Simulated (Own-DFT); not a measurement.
# Device materials side by side: how hard are they to compress?

Everything here is calculated. The program is Own-DFT (plane waves, in-house, since retired, never reviewed by a person); positions were held fixed, and spin and spin-orbit coupling were off.

Known weak points (not all hold for every row): forces on such cells moved up to 12 meV/angstrom on a denser k mesh; k mesh not checked against a denser one; forces on such cells passed a denser k mesh, each cell not checked; stress not checked against mesh or cutoff.

All runs are PBE with PseudoDojo norm-conserving files; cutoff and k mesh are each material's own. Every cell starts from measured lattice constants and was given uniform random strains and small random moves of its atoms. Each triple is the change of volume in per cent, the rms move u in Å and the pressure in GPa.

- 4H SiC (C36Si36), 10.36 Å³/atom unstrained: (-1.35, 0.052, 9.12); (-1.28, 0.050, 8.60); (-0.37, 0.053, 6.49); (1.23, 0.051, 3.12); (1.48, 0.053, 2.58); (2.05, 0.049, 0.97); (2.08, 0.050, 1.04)
- wurtzite AlN (Al64N64), 10.45 Å³/atom unstrained: withheld
- wurtzite GaN (Ga48N48), 11.42 Å³/atom unstrained: (-1.76, 0.053, 11.90); (-0.17, 0.047, 8.48); (-0.14, 0.048, 7.89); (0.88, 0.050, 5.96); (1.31, 0.047, 5.04); (3.11, 0.052, 1.93); (3.66, 0.050, 1.45)
- diamond silicon (Si64), 20.02 Å³/atom unstrained: (-2.15, 0.049, 4.79); (-1.70, 0.052, 4.43); (-1.62, 0.047, 4.15); (-1.58, 0.047, 4.27); (-1.41, 0.053, 4.19); (1.33, 0.049, 1.40); (3.91, 0.050, -0.95)
- zincblende GaP (Ga32P32), 20.24 Å³/atom unstrained: (-3.03, 0.050, 6.55); (-0.59, 0.048, 4.33); (0.31, 0.051, 3.18); (1.15, 0.051, 2.34); (1.24, 0.048, 2.20); (2.82, 0.050, 1.03); (3.28, 0.047, 0.58)
- zincblende InP (In32P32), 25.27 Å³/atom unstrained: (-2.30, 0.048, 5.44); (-1.91, 0.050, 5.25); (0.49, 0.055, 3.47); (0.52, 0.047, 3.31); (1.58, 0.044, 2.39); (1.94, 0.050, 2.29); (2.51, 0.048, 1.93)
- grey tin (Sn64), 34.15 Å³/atom unstrained: (-3.46, 0.054, 5.66); (-2.27, 0.049, 4.95); (-1.73, 0.044, 4.51); (-1.16, 0.052, 4.42); (0.36, 0.051, 3.45); (1.17, 0.049, 3.18); (1.66, 0.048, 2.85)

## What the rows give

Fit a line to each set against the fractional change of volume; B is minus its slope, and u is nearly the same within a set. To take it to zero pressure, assume that B rises by 4 GPa for each GPa: B0 = B - 4 x (mean pressure). The bond length of an ideal tetrahedral crystal with the unstrained volume v is d = (√3/4)(8 v)^(1/3). Cohen's empirical rule reads B0 = (1971 - 220 L) d^(-3.5) GPa, with L = 0 for group IV crystals and SiC and 1 for III-V compounds.

```
material,L,d (Å),B (GPa),mean P (GPa),B0 (GPa),rule (GPa)
4H SiC (C36Si36),0,1.888,229 ± 5,4.6,211 ± 5,213
wurtzite AlN (Al64N64),1,1.893,?,?,?,188
wurtzite GaN (Ga48N48),1,1.950,193 ± 10,6.1,169 ± 10,169
diamond silicon (Si64),0,2.352,95 ± 2,3.2,83 ± 2,99
zincblende GaP (Ga32P32),1,2.360,96 ± 3,2.9,84 ± 3,87
zincblende InP (In32P32),1,2.541,76 ± 2,3.4,62 ± 2,67
grey tin (Sn64),0,2.810,54 ± 2,4.1,37 ± 2,53
```

A line through ln[B0/(1971 - 220 L)] against ln d has a slope of -4.2 ± 0.3 and a scatter of 9 %. Against the rule, B0 stands at 99 % for 4H SiC, 100 % for wurtzite GaN, 84 % for diamond silicon, 97 % for zincblende GaP, 93 % for zincblende InP, 70 % for grey tin. PBE tends to make silicon and heavier crystals too soft, and the rule itself is only a guide.

## Prediction

The question: what B0 does the fitted trend give for wurtzite AlN (Al64N64)?

The straight line predicts 193 GPa. Its own runs give B = 200 ± 9 GPa at a mean pressure of 3.4 GPa, so B0 = 186 GPa.
